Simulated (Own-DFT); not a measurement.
AlN (wurtzite, atoms displaced) (calculated)

All values are calculated (Own-DFT development build). A calculation, not a measurement: plane-wave PBE density functional theory by an unreviewed code, no spin, of a simulated periodic cell, stress positive in tension, free energy of the whole cell less one offset for each atom, forces on such cells passed a denser k mesh, this cell's mesh not checked; offsets are fitted by least squares, one for each functional and potential file, so energies compare only between cells with the same atoms and settings and are not formation energies; the far tail of each file's local potential was reset to the Coulomb form; each entry is a single point on an unrelaxed cell, so the pressure reflects the starting lattice, mostly measured values (interpolated for alloys), from which strain is counted, and rises with the displacements; printed positions are rounded, which can move forces by about a meV/angstrom; the program, named Own-DFT, is a retired in-house code; no spin-orbit coupling.

Common to all runs: functional PBE; potential files PseudoDojo norm-conserving, scalar-relativistic, standard set; wave cutoff 42 hartree; occupations Fermi-Dirac; smearing width 0.1 eV; hardware one NVIDIA H100; k mesh 2 x 2 x 2 centred on Gamma.

(1) AlN (wurtzite, atoms displaced)

```cif
# cell vector a (Å): 12.4480 0.0000 0.0000
# cell vector b (Å): -6.2240 10.7803 0.0000
# cell vector c (Å): 0.0000 0.0000 9.9640
data_AlN
_symmetry_space_group_name_H-M 'P 1'
_symmetry_Int_Tables_number 1
_cell_length_a 12.4480
_cell_length_b 12.4480
_cell_length_c 9.9640
_cell_angle_alpha 90.000
_cell_angle_beta 90.000
_cell_angle_gamma 120.000
_cell_volume 1337.10
loop_
_atom_site_label
_atom_site_type_symbol
_atom_site_fract_x
_atom_site_fract_y
_atom_site_fract_z
_atom_site_occupancy
Al1 Al 0.07489 0.16197 0.00281 1
Al2 Al 0.17005 0.09628 0.25321 1
N1 N 0.09125 0.15940 0.18214 1
N2 N 0.17774 0.09349 0.43457 1
Al3 Al 0.07187 0.17055 0.50853 1
Al4 Al 0.17613 0.08264 0.75510 1
N3 N 0.08442 0.16274 0.68621 1
N4 N 0.16055 0.09638 0.93113 1
Al5 Al 0.07877 0.40542 0.00072 1
Al6 Al 0.18370 0.33371 0.25277 1
N5 N 0.07988 0.42090 0.19420 1
N6 N 0.16709 0.32156 0.44479 1
Al7 Al 0.08283 0.40869 0.51128 1
Al8 Al 0.16204 0.32503 0.75559 1
N7 N 0.08669 0.42375 0.69477 1
N8 N 0.17005 0.34091 0.93190 1
Al9 Al 0.08445 0.67570 0.99536 1
Al10 Al 0.17670 0.58051 0.25848 1
N9 N 0.08780 0.65674 0.19090 1
N10 N 0.17950 0.58507 0.44141 1
Al11 Al 0.07492 0.65010 0.49247 1
Al12 Al 0.14256 0.57765 0.74961 1
N11 N 0.09239 0.66058 0.67726 1
N12 N 0.17315 0.59063 0.95114 1
Al13 Al 0.07086 0.91557 0.99554 1
Al14 Al 0.15987 0.83642 0.24981 1
N13 N 0.07581 0.90452 0.20375 1
N14 N 0.17109 0.83339 0.43985 1
Al15 Al 0.07825 0.90520 0.50158 1
Al16 Al 0.14296 0.81245 0.74254 1
N15 N 0.08570 0.92295 0.68758 1
N16 N 0.16517 0.83047 0.94096 1
Al17 Al 0.33575 0.16323 0.00065 1
Al18 Al 0.42195 0.08659 0.27090 1
N17 N 0.33556 0.16734 0.18955 1
N18 N 0.42256 0.09679 0.44179 1
Al19 Al 0.34324 0.17198 0.50945 1
Al20 Al 0.42214 0.08464 0.74896 1
N19 N 0.33094 0.15455 0.68763 1
N20 N 0.40970 0.08215 0.94419 1
Al21 Al 0.32482 0.41869 0.01084 1
Al22 Al 0.41289 0.33250 0.22932 1
N21 N 0.32440 0.40400 0.20604 1
N22 N 0.41168 0.31523 0.44621 1
Al23 Al 0.33720 0.41302 0.50008 1
Al24 Al 0.41227 0.33324 0.74611 1
N23 N 0.34315 0.41054 0.70015 1
N24 N 0.41663 0.33847 0.92666 1
Al25 Al 0.33773 0.67699 0.01102 1
Al26 Al 0.40854 0.58063 0.25945 1
N25 N 0.32974 0.66140 0.18815 1
N26 N 0.42104 0.59519 0.42518 1
Al27 Al 0.35157 0.68235 0.51011 1
Al28 Al 0.41228 0.57582 0.74444 1
N27 N 0.33070 0.66843 0.71161 1
N28 N 0.42594 0.58751 0.94208 1
Al29 Al 0.31395 0.91294 0.99947 1
Al30 Al 0.43216 0.83692 0.24679 1
N29 N 0.34756 0.92070 0.19130 1
N30 N 0.40735 0.81629 0.43637 1
Al31 Al 0.33470 0.92274 0.48712 1
Al32 Al 0.41831 0.84240 0.74401 1
N31 N 0.32303 0.90536 0.69225 1
N32 N 0.43108 0.84565 0.91245 1
Al33 Al 0.58124 0.17826 0.00032 1
Al34 Al 0.65380 0.08202 0.23309 1
N33 N 0.57291 0.15757 0.18978 1
N34 N 0.67197 0.08092 0.44442 1
Al35 Al 0.56890 0.15859 0.52306 1
Al36 Al 0.66113 0.08440 0.74748 1
N35 N 0.57790 0.15538 0.70297 1
N36 N 0.68533 0.09123 0.94012 1
Al37 Al 0.57343 0.41622 0.98281 1
Al38 Al 0.68363 0.34583 0.25175 1
N37 N 0.59702 0.42272 0.19793 1
N38 N 0.65628 0.33871 0.45937 1
Al39 Al 0.57377 0.40161 0.50844 1
Al40 Al 0.67724 0.34712 0.74563 1
N39 N 0.58053 0.42608 0.68555 1
N40 N 0.64358 0.33006 0.92588 1
Al41 Al 0.57890 0.65360 0.98966 1
Al42 Al 0.66926 0.58286 0.23503 1
N41 N 0.59016 0.67220 0.19568 1
N42 N 0.65524 0.57143 0.43730 1
Al43 Al 0.58083 0.66506 0.51206 1
Al44 Al 0.67421 0.58799 0.74115 1
N43 N 0.57088 0.65277 0.68598 1
N44 N 0.65729 0.58510 0.93651 1
Al45 Al 0.59040 0.91782 0.01222 1
Al46 Al 0.67045 0.85414 0.26704 1
N45 N 0.57676 0.90990 0.17680 1
N46 N 0.68747 0.83883 0.43447 1
Al47 Al 0.57663 0.89576 0.48463 1
Al48 Al 0.67212 0.82791 0.75335 1
N47 N 0.58205 0.91416 0.68177 1
N48 N 0.68092 0.82818 0.93202 1
Al49 Al 0.83913 0.16586 0.99580 1
Al50 Al 0.92294 0.07291 0.24215 1
N49 N 0.84188 0.17631 0.17968 1
N50 N 0.91702 0.07605 0.45298 1
Al51 Al 0.83362 0.17356 0.48607 1
Al52 Al 0.92039 0.07864 0.74970 1
N51 N 0.84169 0.17645 0.68810 1
N52 N 0.90814 0.08964 0.93761 1
Al53 Al 0.82528 0.39992 0.00057 1
Al54 Al 0.91828 0.32881 0.25874 1
N53 N 0.83580 0.42217 0.18405 1
N54 N 0.91062 0.32395 0.44085 1
Al55 Al 0.84257 0.41914 0.51790 1
Al56 Al 0.91337 0.33342 0.72986 1
N55 N 0.82658 0.40377 0.69971 1
N56 N 0.92783 0.33584 0.94619 1
Al57 Al 0.82662 0.67116 0.00155 1
Al58 Al 0.91376 0.58557 0.24628 1
N57 N 0.83935 0.65505 0.19275 1
N58 N 0.92318 0.59511 0.45008 1
Al59 Al 0.83384 0.65251 0.51249 1
Al60 Al 0.91925 0.59740 0.76259 1
N59 N 0.82707 0.67608 0.68839 1
N60 N 0.90838 0.59220 0.93045 1
Al61 Al 0.82339 0.92919 0.99728 1
Al62 Al 0.91342 0.81319 0.24168 1
N61 N 0.84093 0.92943 0.18406 1
N62 N 0.90668 0.81645 0.44334 1
Al63 Al 0.84044 0.92957 0.50604 1
Al64 Al 0.93765 0.85262 0.74390 1
N63 N 0.84890 0.93674 0.69218 1
N64 N 0.91402 0.84741 0.93790 1
```

- free energy of cell above offsets: -23.557 eV
- pressure: 11.97 GPa
- stress xx: -13.45 GPa
- stress yy: -10.16 GPa
- stress zz: -12.3 GPa
- stress yz: 0.44 GPa
- stress xz: -0.3 GPa
- stress xy: 0.11 GPa
- wall time: 423.8 s

Force:
| element | x (eV/Å) | y (eV/Å) | z (eV/Å) |
| --- | --- | --- | --- |
| Al | -0.588 | 1.461 | -1.502 |
| Al | 3.76 | -3.326 | 1.456 |
| N | -3.806 | 2.52 | 0.128 |
| N | -1.07 | -1.716 | 1.947 |
| Al | 3.817 | -1.983 | -1.038 |
| Al | -1.515 | 0.674 | -1.914 |
| N | 0.289 | 0.558 | 2.254 |
| N | 2.675 | -2.375 | 1.867 |
| Al | 0.783 | 4.102 | 1.5 |
| Al | -9.287 | -4.34 | 2.525 |
| N | 2.586 | -1.848 | 0.226 |
| N | -0.964 | 3.039 | -0.451 |
| Al | 1.118 | 1.67 | -2.286 |
| Al | 0.68 | 1.02 | -1.989 |
| N | -0.127 | -2.792 | -0.708 |
| N | 0.02 | -1.717 | 2.86 |
| Al | 0.979 | -3.875 | 2.484 |
| Al | -2.314 | 0.068 | -1 |
| N | -2.302 | 1.812 | 0.361 |
| N | -1.139 | -1.451 | 1.519 |
| Al | 4.229 | 3.4 | -0.701 |
| Al | 8.467 | -0.628 | 4.527 |
| N | -7.521 | 1.903 | -0.833 |
| N | -1.833 | -1.06 | -1.633 |
| Al | 1.632 | 1.301 | 1.466 |
| Al | 4.551 | -2.458 | 0.931 |
| N | -1.621 | 3.165 | -3.371 |
| N | -0.874 | -0.986 | 0.082 |
| Al | -0.387 | 1.983 | -2.395 |
| Al | 3.29 | 4.127 | 0.202 |
| N | 2.997 | -0.656 | -0.201 |
| N | -4.192 | 0.575 | -2.082 |
| Al | -2.264 | 1.476 | -0.217 |
| Al | -1.392 | -0.273 | -5.112 |
| N | 0.07 | -0.644 | -0.494 |
| N | 0.732 | -2.837 | 2.408 |
| Al | -3.305 | -3.828 | -0.659 |
| Al | -2.583 | -3.029 | 1.941 |
| N | 0.757 | 2.109 | 1.539 |
| N | 1.315 | -0.529 | -1.147 |
| Al | 1.561 | 0.911 | -2.202 |
| Al | 4.271 | -0.471 | 3.091 |
| N | 4.607 | 5.672 | -3.872 |
| N | -1.159 | 5.612 | -2.108 |
| Al | 0.387 | -0.196 | 0.28 |
| Al | 4.393 | -2.625 | 0.523 |
| N | -6.396 | 2.024 | -3.382 |
| N | -1.665 | -1.602 | 3.412 |
| Al | 0.691 | -0.085 | -4.309 |
| Al | 2.229 | 0.97 | -5.113 |
| N | 1.797 | 1.535 | 1.205 |
| N | 0.649 | -1.254 | 6.698 |
| Al | -1.886 | -7.376 | 3.244 |
| Al | -1.752 | 0.848 | 2.278 |
| N | 0.425 | -1.047 | -2.966 |
| N | -3.477 | -2.032 | 0.106 |
| Al | 5.758 | 2.334 | 0.54 |
| Al | -5.036 | -3.09 | 0.717 |
| N | -1.94 | -0.35 | 0.649 |
| N | 0.401 | 7.591 | -2.951 |
| Al | 0.226 | -1.456 | 2.023 |
| Al | 0.855 | -1.986 | -2.185 |
| N | -1.33 | 2.134 | -1.648 |
| N | -0.401 | -0.152 | 8.22 |
| Al | 0.379 | -3.182 | -0.128 |
| Al | 3.555 | 0.534 | 1.923 |
| N | 0.007 | 3.462 | -0.639 |
| N | -2.908 | -1.311 | -1.888 |
| Al | 3.558 | 1.742 | -2.694 |
| Al | 4.522 | -1.885 | 0.721 |
| N | -0.785 | 3.338 | -0.903 |
| N | -3.967 | -1.338 | 0.108 |
| Al | 0.517 | 1.475 | 1.965 |
| Al | -2.766 | -2.314 | 1.826 |
| N | -2.215 | -2.464 | -2.858 |
| N | 7.572 | -3.228 | -2.042 |
| Al | -4.097 | 4.439 | -1.467 |
| Al | -4.738 | -2.763 | 0.096 |
| N | 1.781 | -1.644 | 2.268 |
| N | 3.794 | 0.703 | 1.044 |
| Al | -1.882 | 4.674 | 3.527 |
| Al | -1.327 | 1.111 | 3.397 |
| N | -1.06 | 0.07 | -1.224 |
| N | 0.966 | 0.834 | 0.9 |
| Al | 2.074 | -0.634 | -4.761 |
| Al | -3.316 | -1.264 | 1.181 |
| N | 1.579 | 2.576 | 1.968 |
| N | 5.199 | -1.754 | -1.266 |
| Al | -0.602 | -0.123 | -8.683 |
| Al | 3.049 | -2.789 | -5.031 |
| N | 2.334 | 2.153 | 5.154 |
| N | -2.863 | -1.497 | 3.328 |
| Al | 0.298 | 3.511 | 3.056 |
| Al | -1.543 | 0.98 | -1.92 |
| N | 1.231 | -0.031 | -0.533 |
| N | -3.938 | -1.224 | 1.063 |
| Al | -2.322 | 3.709 | 1.064 |
| Al | -0.813 | 5.31 | 2.611 |
| N | -0.266 | -2.435 | 2.206 |
| N | -1.523 | 4.61 | -4.067 |
| Al | 0.969 | -5.228 | 3.03 |
| Al | -1.672 | 6.231 | 1.275 |
| N | -0.407 | -2.59 | -1.075 |
| N | 4.992 | -1.518 | -1.08 |
| Al | 0.183 | 1.611 | -1.14 |
| Al | -0.013 | 1.435 | -2.432 |
| N | 1.314 | -0.796 | 1.013 |
| N | 0.196 | 5.158 | 0.501 |
| Al | -2.401 | -0.41 | -2.721 |
| Al | 3.211 | -0.601 | 4.016 |
| N | 0.958 | 4.586 | -1.026 |
| N | -3.863 | -0.963 | -2.285 |
| Al | -0.163 | 0.22 | -1.006 |
| Al | 6.197 | -2.115 | 1.677 |
| N | -5.232 | 2.202 | -3.275 |
| N | 0.515 | -4.846 | -1.922 |
| Al | -5.195 | 1.949 | -2.399 |
| Al | -0.223 | -1.328 | -4.605 |
| N | 3.847 | 1.032 | 1.71 |
| N | 1.236 | -0.742 | 4.124 |
| Al | 3.442 | -0.213 | 0.86 |
| Al | -2.214 | 3.008 | 2.757 |
| N | -0.707 | -5.49 | -0.62 |
| N | 0.408 | 1.619 | -0.127 |
| Al | 1.711 | -4.78 | 0.744 |
| Al | -5.496 | -2.376 | 1.385 |
| N | -0.337 | -7.265 | -1.339 |
| N | 0.392 | -1.665 | -0.084 |

(2) AlN (wurtzite, atoms displaced)

```cif
# cell vector a (Å): 12.4480 0.0000 0.0000
# cell vector b (Å): -6.2240 10.7803 0.0000
# cell vector c (Å): 0.0000 0.0000 9.9640
data_AlN
_symmetry_space_group_name_H-M 'P 1'
_symmetry_Int_Tables_number 1
_cell_length_a 12.4480
_cell_length_b 12.4480
_cell_length_c 9.9640
_cell_angle_alpha 90.000
_cell_angle_beta 90.000
_cell_angle_gamma 120.000
_cell_volume 1337.10
loop_
_atom_site_label
_atom_site_type_symbol
_atom_site_fract_x
_atom_site_fract_y
_atom_site_fract_z
_atom_site_occupancy
Al1 Al 0.09810 0.17175 0.99179 1
Al2 Al 0.18754 0.08806 0.25568 1
N1 N 0.07192 0.16436 0.19036 1
N2 N 0.17389 0.08210 0.43884 1
Al3 Al 0.07977 0.17369 0.49232 1
Al4 Al 0.17452 0.08213 0.75680 1
N3 N 0.07193 0.16365 0.69712 1
N4 N 0.16406 0.09768 0.94671 1
Al5 Al 0.08392 0.41851 0.01881 1
Al6 Al 0.16014 0.31451 0.24431 1
N5 N 0.06472 0.40381 0.19732 1
N6 N 0.15512 0.34083 0.44623 1
Al7 Al 0.07717 0.41476 0.50112 1
Al8 Al 0.17249 0.33441 0.75307 1
N7 N 0.08407 0.40456 0.70224 1
N8 N 0.15617 0.33545 0.94291 1
Al9 Al 0.08559 0.65734 0.00543 1
Al10 Al 0.16433 0.57050 0.26844 1
N9 N 0.07346 0.66862 0.19114 1
N10 N 0.16971 0.59347 0.44084 1
Al11 Al 0.08615 0.66149 0.49792 1
Al12 Al 0.16608 0.58130 0.76120 1
N11 N 0.07741 0.65667 0.68835 1
N12 N 0.17045 0.58208 0.92510 1
Al13 Al 0.08306 0.91904 0.01207 1
Al14 Al 0.17012 0.83390 0.25646 1
N13 N 0.07874 0.92386 0.17758 1
N14 N 0.15359 0.81485 0.44464 1
Al15 Al 0.08881 0.90336 0.49195 1
Al16 Al 0.16133 0.84584 0.71973 1
N15 N 0.07732 0.91517 0.69257 1
N16 N 0.17840 0.83980 0.95287 1
Al17 Al 0.32195 0.15959 0.98739 1
Al18 Al 0.40678 0.08209 0.24983 1
N17 N 0.33491 0.17033 0.18518 1
N18 N 0.42359 0.08852 0.44623 1
Al19 Al 0.32562 0.16701 0.48779 1
Al20 Al 0.43112 0.08939 0.74231 1
N19 N 0.33144 0.15865 0.68768 1
N20 N 0.41633 0.09716 0.94757 1
Al21 Al 0.32013 0.40951 0.99211 1
Al22 Al 0.41344 0.34531 0.24868 1
N21 N 0.33476 0.42621 0.19702 1
N22 N 0.40635 0.33738 0.44058 1
Al23 Al 0.34211 0.41930 0.48621 1
Al24 Al 0.41643 0.33092 0.75419 1
N23 N 0.33383 0.41274 0.70868 1
N24 N 0.42041 0.34078 0.96010 1
Al25 Al 0.33590 0.66727 0.02018 1
Al26 Al 0.41767 0.58535 0.24161 1
N25 N 0.32787 0.65633 0.19755 1
N26 N 0.42438 0.58985 0.43231 1
Al27 Al 0.34367 0.67422 0.50344 1
Al28 Al 0.44176 0.57844 0.75651 1
N27 N 0.33198 0.65513 0.67797 1
N28 N 0.41628 0.57434 0.94893 1
Al29 Al 0.33394 0.91435 0.00088 1
Al30 Al 0.42474 0.84859 0.27400 1
N29 N 0.34421 0.91566 0.19853 1
N30 N 0.42702 0.84318 0.44069 1
Al31 Al 0.33563 0.90284 0.49368 1
Al32 Al 0.42385 0.84237 0.75634 1
N31 N 0.32939 0.91036 0.67175 1
N32 N 0.41004 0.82162 0.94491 1
Al33 Al 0.58970 0.15633 0.01266 1
Al34 Al 0.68557 0.09520 0.27067 1
N33 N 0.57908 0.15471 0.18851 1
N34 N 0.67091 0.08593 0.43566 1
Al35 Al 0.58566 0.16727 0.49614 1
Al36 Al 0.66923 0.09088 0.75901 1
N35 N 0.59529 0.17222 0.67809 1
N36 N 0.67459 0.10182 0.94166 1
Al37 Al 0.56370 0.41747 0.00561 1
Al38 Al 0.66984 0.33428 0.24887 1
N37 N 0.58311 0.41713 0.20836 1
N38 N 0.65927 0.33407 0.44087 1
Al39 Al 0.58334 0.41882 0.50100 1
Al40 Al 0.66480 0.32167 0.75887 1
N39 N 0.57849 0.42883 0.68491 1
N40 N 0.66101 0.34115 0.94228 1
Al41 Al 0.59579 0.66949 0.98114 1
Al42 Al 0.68184 0.58354 0.24692 1
N41 N 0.56835 0.66699 0.19791 1
N42 N 0.64498 0.56961 0.43022 1
Al43 Al 0.58249 0.66194 0.50681 1
Al44 Al 0.67125 0.58430 0.75950 1
N43 N 0.59081 0.67237 0.70867 1
N44 N 0.66604 0.59570 0.92988 1
Al45 Al 0.59195 0.93183 0.00590 1
Al46 Al 0.66854 0.83526 0.24881 1
N45 N 0.57305 0.91405 0.19358 1
N46 N 0.65536 0.82425 0.44087 1
Al47 Al 0.56737 0.90049 0.49990 1
Al48 Al 0.67533 0.82906 0.76442 1
N47 N 0.58191 0.91742 0.70596 1
N48 N 0.67544 0.82932 0.92491 1
Al49 Al 0.83195 0.16806 0.00277 1
Al50 Al 0.90984 0.08515 0.24699 1
N49 N 0.83837 0.16031 0.19589 1
N50 N 0.91896 0.09344 0.43085 1
Al51 Al 0.84102 0.16698 0.49487 1
Al52 Al 0.91373 0.07669 0.75168 1
N51 N 0.81978 0.16001 0.68731 1
N52 N 0.90970 0.07561 0.93682 1
Al53 Al 0.82892 0.40725 0.99505 1
Al54 Al 0.93227 0.35492 0.24231 1
N53 N 0.82621 0.41367 0.19908 1
N54 N 0.92183 0.32129 0.45153 1
Al55 Al 0.84231 0.42051 0.48422 1
Al56 Al 0.91913 0.33626 0.73887 1
N55 N 0.84895 0.40901 0.67955 1
N56 N 0.91902 0.32171 0.92073 1
Al57 Al 0.83731 0.66306 0.00051 1
Al58 Al 0.90650 0.57230 0.24778 1
N57 N 0.84356 0.67296 0.20363 1
N58 N 0.92520 0.60274 0.43364 1
Al59 Al 0.82612 0.66282 0.49679 1
Al60 Al 0.90849 0.57177 0.76504 1
N59 N 0.82945 0.66535 0.67775 1
N60 N 0.90610 0.57208 0.92923 1
Al61 Al 0.84431 0.91546 0.00123 1
Al62 Al 0.92229 0.82344 0.25328 1
N61 N 0.82792 0.91017 0.17585 1
N62 N 0.91827 0.84320 0.43236 1
Al63 Al 0.84563 0.91805 0.50719 1
Al64 Al 0.91119 0.83254 0.77256 1
N63 N 0.83180 0.91282 0.70215 1
N64 N 0.93826 0.84320 0.93310 1
```

* free energy of cell above offsets: -23.132 eV
* pressure: 12.36 GPa
* stress xx: -15.53 GPa
* stress yy: -7.04 GPa
* stress zz: -14.51 GPa
* stress yz: -0.44 GPa
* stress xz: 1.9 GPa
* stress xy: 0.02 GPa
* wall time: 410.7 s

Force:
| element | x (eV/Å) | y (eV/Å) | z (eV/Å) |
| --- | --- | --- | --- |
| Al | -9.928 | 2.627 | 3.152 |
| Al | -4.995 | -1.64 | -1.008 |
| N | 2.74 | -1.753 | -1.226 |
| N | -2.917 | -1.884 | -0.347 |
| Al | 0.956 | -0.519 | 1.653 |
| Al | -2.897 | -0.132 | -1.443 |
| N | 3.323 | 0.48 | -1.378 |
| N | 6.705 | -5.75 | -3.287 |
| Al | -0.53 | -0.141 | -4.406 |
| Al | -0.461 | 4.165 | 2.004 |
| N | 11.28 | 5.816 | -2.838 |
| N | 4.863 | -1.391 | -2.3 |
| Al | 0.812 | 2.375 | 3.23 |
| Al | -1.575 | -1.034 | -0.323 |
| N | -1.178 | 2.525 | -2.256 |
| N | 1.818 | -0.545 | 0.793 |
| Al | -0.351 | 2.12 | -1.445 |
| Al | 0.07 | 1.64 | -3.271 |
| N | 1.536 | -1.543 | 0.044 |
| N | 1.915 | -2.15 | 1.129 |
| Al | -2.285 | -1.418 | 2.527 |
| Al | 1.019 | -0.425 | -7.236 |
| N | -0.585 | 1.358 | 0.565 |
| N | -0.358 | -0.295 | 8.993 |
| Al | 3.335 | 0.523 | -4.793 |
| Al | -0.241 | -0.662 | -2.198 |
| N | 1.972 | -0.038 | 6.877 |
| N | 3.046 | 3.216 | -1.699 |
| Al | -4.528 | 3.017 | 1.52 |
| Al | 4.911 | -4.383 | 3.389 |
| N | -2.46 | 1.842 | -1.463 |
| N | -3.161 | -1.362 | -1.281 |
| Al | 1.292 | 2.865 | 2.439 |
| Al | 2.976 | 0.763 | 0.364 |
| N | 0.783 | 1.148 | -0.252 |
| N | -1.987 | -1.558 | -1.341 |
| Al | 3.729 | 1.495 | 2.587 |
| Al | -1.693 | -1.242 | 0.055 |
| N | 0.598 | 1.525 | 0.507 |
| N | 3.654 | -2.805 | -1.883 |
| Al | 0.834 | 1.756 | 1.3 |
| Al | 1.724 | -1.137 | 0.29 |
| N | -1.775 | -3.442 | -1.494 |
| N | 4.758 | -3.4 | -1.403 |
| Al | -6.137 | 3.13 | 2.653 |
| Al | 0.33 | -0.194 | -0.195 |
| N | 1.206 | 0.241 | -1.77 |
| N | -5.381 | -4.74 | -3.621 |
| Al | 0.62 | -1.015 | -3.112 |
| Al | -1.165 | -0.313 | 2.043 |
| N | -2.355 | 1.263 | 1.489 |
| N | -1.114 | -0.945 | 1.524 |
| Al | 0.038 | -2.232 | -1.179 |
| Al | -6.667 | -1.371 | 0.943 |
| N | 0.412 | 1.349 | 3.25 |
| N | 0.091 | 1.636 | -0.674 |
| Al | 1.303 | 0.956 | 0.59 |
| Al | 1.258 | -2.342 | -6.11 |
| N | -3.777 | 0.488 | -0.114 |
| N | -3.096 | -4.031 | 1.562 |
| Al | -3.345 | 3.226 | 0.371 |
| Al | -1.305 | -3.384 | -0.266 |
| N | 0.471 | 1.268 | 2.85 |
| N | 0.62 | 3.048 | -0.111 |
| Al | -5.889 | 3.213 | -0.146 |
| Al | -2.304 | -1.78 | -5.768 |
| N | 0.389 | 1.845 | 2.6 |
| N | -0.433 | -0.888 | 5.031 |
| Al | 0.959 | 0.372 | -0.945 |
| Al | 0.761 | -1.724 | -2.152 |
| N | -1.553 | -1.018 | 2.12 |
| N | 1.938 | -3.414 | -0.716 |
| Al | 7.045 | 3.087 | 2.111 |
| Al | -2.987 | -2.811 | 0.807 |
| N | 0.236 | 0.106 | -2.886 |
| N | 2.251 | 0.289 | -0.49 |
| Al | -0.874 | -1.301 | -0.271 |
| Al | 0.069 | 2.918 | -1.588 |
| N | 1.41 | -2.119 | 1.557 |
| N | 0.714 | -0.892 | 0.793 |
| Al | -6.87 | 1.965 | 4.75 |
| Al | -4.896 | 0.168 | 0.857 |
| N | 6.256 | 1.984 | -3.116 |
| N | 2.908 | 2.832 | 0.914 |
| Al | -0.5 | 0.763 | -0.56 |
| Al | 0.535 | 0.062 | -4.311 |
| N | 2.32 | -0.272 | -3.261 |
| N | 6.306 | -3.658 | 3.364 |
| Al | 0.228 | -2.763 | -0.433 |
| Al | -0.992 | -1.29 | -0.116 |
| N | 2.768 | 1.699 | -0.273 |
| N | 1.683 | 1.483 | 0.789 |
| Al | 6.797 | 4.769 | 3.377 |
| Al | -2.624 | 2.054 | -7.096 |
| N | 1.11 | 0.7 | -1.33 |
| N | -0.608 | 1.85 | 8.719 |
| Al | 2.876 | -0.415 | -0.191 |
| Al | 4.379 | -3.374 | 0.182 |
| N | -4.481 | 4.112 | -2.473 |
| N | 1.872 | -3.121 | 0.987 |
| Al | -2.833 | -2.272 | 2.835 |
| Al | -2.1 | 1.245 | 0.291 |
| N | 2.963 | 0.684 | -0.389 |
| N | 0.657 | 1.132 | 1.243 |
| Al | 0.03 | -0.37 | -0.639 |
| Al | -10.09 | -8.161 | 5.338 |
| N | 2.115 | -0.004 | -2.075 |
| N | -3.271 | 4.268 | -3.571 |
| Al | -1.014 | -0.57 | 2.079 |
| Al | 4.203 | -3.905 | 0.904 |
| N | -6.863 | 3.289 | -0.681 |
| N | -1.683 | 2.105 | 4.47 |
| Al | -0.648 | 0.907 | -0.065 |
| Al | 1.523 | 3.228 | 1.051 |
| N | -0.487 | -3.567 | -3.762 |
| N | 0.082 | -3.505 | -0.139 |
| Al | -0.628 | 0.614 | -0.523 |
| Al | 1.118 | 0.79 | -8.655 |
| N | 0.551 | 0.039 | 3.318 |
| N | 0.67 | 0.694 | 7.146 |
| Al | -1.556 | 0.458 | -1.769 |
| Al | -2.025 | 5.027 | -0.368 |
| N | 0.799 | 0.162 | 3.446 |
| N | 2.37 | -2.051 | 0.927 |
| Al | -3.382 | 0.994 | 0.197 |
| Al | 0.596 | -0.732 | -8.242 |
| N | 1.221 | 0.06 | -2.127 |
| N | -1.867 | -2.628 | 5.949 |
